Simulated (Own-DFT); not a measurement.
# Device materials side by side: how hard are they to compress?

No measurement is shown. These are fixed-geometry runs of a retired plane-wave code named Own-DFT, which no person has reviewed; spin and spin-orbit coupling are neglected.

Limits (not all hold for every row): forces on such cells moved up to 12 meV/angstrom on a denser k mesh; forces not confirmed at this smearing and k mesh; k mesh not checked against a denser one; forces on such cells passed a denser k mesh, each cell not checked; stress not checked against mesh or cutoff.

All runs are PBE with PseudoDojo norm-conserving files; cutoff and k mesh are each material's own. Every cell starts from measured lattice constants and was given uniform random strains and small random moves of its atoms. Each triple is the change of volume in per cent, the rms move u in Å and the pressure in GPa.

- 3C SiC (C48Si48), 10.36 Å³/atom unstrained: (-1.73, 0.050, 9.63); (-1.11, 0.050, 8.52); (0.08, 0.051, 5.95); (0.95, 0.052, 3.98); (1.48, 0.048, 2.14); (1.95, 0.052, 1.11); (3.77, 0.050, -1.79)
- wurtzite AlN (Al36N36), 10.45 Å³/atom unstrained: (-1.41, 0.048, 8.95); (-0.66, 0.051, 7.27); (0.17, 0.052, 5.75); (0.73, 0.051, 4.52); (1.21, 0.050, 3.94); (2.29, 0.051, 0.74); (3.31, 0.048, -1.09)
- wurtzite GaN (Ga48N48), 11.42 Å³/atom unstrained: (-1.37, 0.052, 10.61); (-1.12, 0.050, 10.02); (0.62, 0.049, 6.33); (0.64, 0.051, 6.37); (1.23, 0.049, 5.60); (1.86, 0.049, 4.22); (2.54, 0.052, 3.12)
- diamond silicon (Si64), 20.02 Å³/atom unstrained: withheld
- zincblende InP (In48P48), 25.27 Å³/atom unstrained: (-2.99, 0.049, 6.43); (-2.33, 0.051, 5.68); (0.45, 0.047, 3.35); (0.72, 0.051, 3.11); (1.22, 0.050, 2.76); (2.58, 0.049, 1.99); (3.24, 0.048, 1.30)
- grey tin (Sn64), 34.15 Å³/atom unstrained: (-2.59, 0.047, 5.09); (-1.90, 0.053, 4.70); (-1.39, 0.047, 4.46); (-1.03, 0.048, 4.21); (-0.73, 0.048, 4.02); (-0.34, 0.045, 3.81); (1.09, 0.048, 3.11)

## Analysis

Fit a line to each set against the fractional change of volume; B is minus its slope, and u is nearly the same within a set. To take it to zero pressure, assume that B rises by 4 GPa for each GPa: B0 = B - 4 x (mean pressure). The bond length of an ideal tetrahedral crystal with the unstrained volume v is d = (√3/4)(8 v)^(1/3). Cohen's empirical rule reads B0 = (1971 - 220 L) d^(-3.5) GPa, with L = 0 for group IV crystals and SiC and 1 for III-V compounds.

| material | L | d (Å) | B (GPa) | mean P (GPa) | B0 (GPa) | rule (GPa) |
|---|---|---|---|---|---|---|
| 3C SiC (C48Si48) | 0 | 1.888 | 217 ± 10 | 4.2 | 200 ± 10 | 213 |
| wurtzite AlN (Al36N36) | 1 | 1.893 | 214 ± 7 | 4.3 | 197 ± 7 | 188 |
| wurtzite GaN (Ga48N48) | 1 | 1.950 | 192 ± 6 | 6.6 | 166 ± 6 | 169 |
| diamond silicon (Si64) | 0 | 2.352 | ? | ? | ? | 99 |
| zincblende InP (In48P48) | 1 | 2.541 | 80 ± 3 | 3.5 | 66 ± 3 | 67 |
| grey tin (Sn64) | 0 | 2.810 | 55 ± 1 | 4.2 | 38 ± 1 | 53 |

A line through ln[B0/(1971 - 220 L)] against ln d has a slope of -4.1 ± 0.3 and a scatter of 12 %. Against the rule, B0 stands at 94 % for 3C SiC, 105 % for wurtzite AlN, 98 % for wurtzite GaN, 99 % for zincblende InP, 71 % for grey tin. PBE tends to make silicon and heavier crystals too soft, and the rule itself is only a guide.

## Test on the hidden row

Asked: what B0 does the fitted trend give for diamond silicon (Si64)?

From the line: 88 GPa. Its own runs give B = 95 ± 4 GPa at a mean pressure of 2.3 GPa, so B0 = 85 GPa.
